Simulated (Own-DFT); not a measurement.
# What a defect does to the pressure of its cell: zincblende InP

The numbers are computed, not measured, by runs of the plane-wave DFT program Own-DFT (in-house, retired, unreviewed) at fixed positions, with no spin and no spin-orbit coupling.

All runs used: PBE; PseudoDojo norm-conserving scalar-relativistic files; cutoff 36 hartree; 2 x 3 x 3 k mesh centred on Gamma; Fermi-Dirac smearing of 0.1 eV.

Limits (not all hold for every row): not probed for a lower state with spin; forces on such cells failed a check on a denser k mesh; forces not confirmed at this smearing and k mesh; stress not checked against mesh or cutoff.

All runs share one cell, with vectors in Å (17.606, 0.000, 0.000); (0.000, 11.737, 0.000); (0.000, 0.000, 11.737) and a volume of 2425.5 Å³. The atoms are randomly displaced, by u rms on each axis. The defect's site can differ from row to row.

```
cell,formula,u (Å),P (GPa)
no defect,In48P48,0.0210,3.20
no defect,In48P48,0.0452,3.54
no defect,In48P48,0.0507,3.59
one In on a P site and one P on an In site,In48P48,0.0290,3.52
one In on a P site and one P on an In site,In48P48,0.0299,?
one In on a P site and one P on an In site,In48P48,0.0489,3.79
one In on a P site and one P on an In site,In48P48,0.0510,3.87
two P on an In site each,In46P50,0.0295,3.03
two P on an In site each,In46P50,0.0296,3.04
two P on an In site each,In46P50,0.0476,3.28
```

## What the rows give

P = P0 + c u² + a shift for each defect gives P0 = 3.13 GPa, c = 184 ± 10 GPa/Å² and a scatter of 0.02 GPa. The shifts, and each times the cell's volume:

- one In on a P site and one P on an In site: 0.23 ± 0.02 GPa, 3.5 eV
- two P on an In site each: -0.26 ± 0.02 GPa, -4.0 eV (-2.0 eV for each of its 2 sites)

Against the defect-free cell, a freed cell would be larger where the shift is positive and smaller where it is negative (160.2 GPa Å³ is 1 eV). The atoms around the defects weren't relaxed, which would change these numbers.

## The run left out

Question: what pressure belongs in the blank (one In on a P site and one P on an In site, u = 0.0299 Å)?

The fit gives 3.53 ± 0.03 GPa. The run itself gave 3.52 GPa.
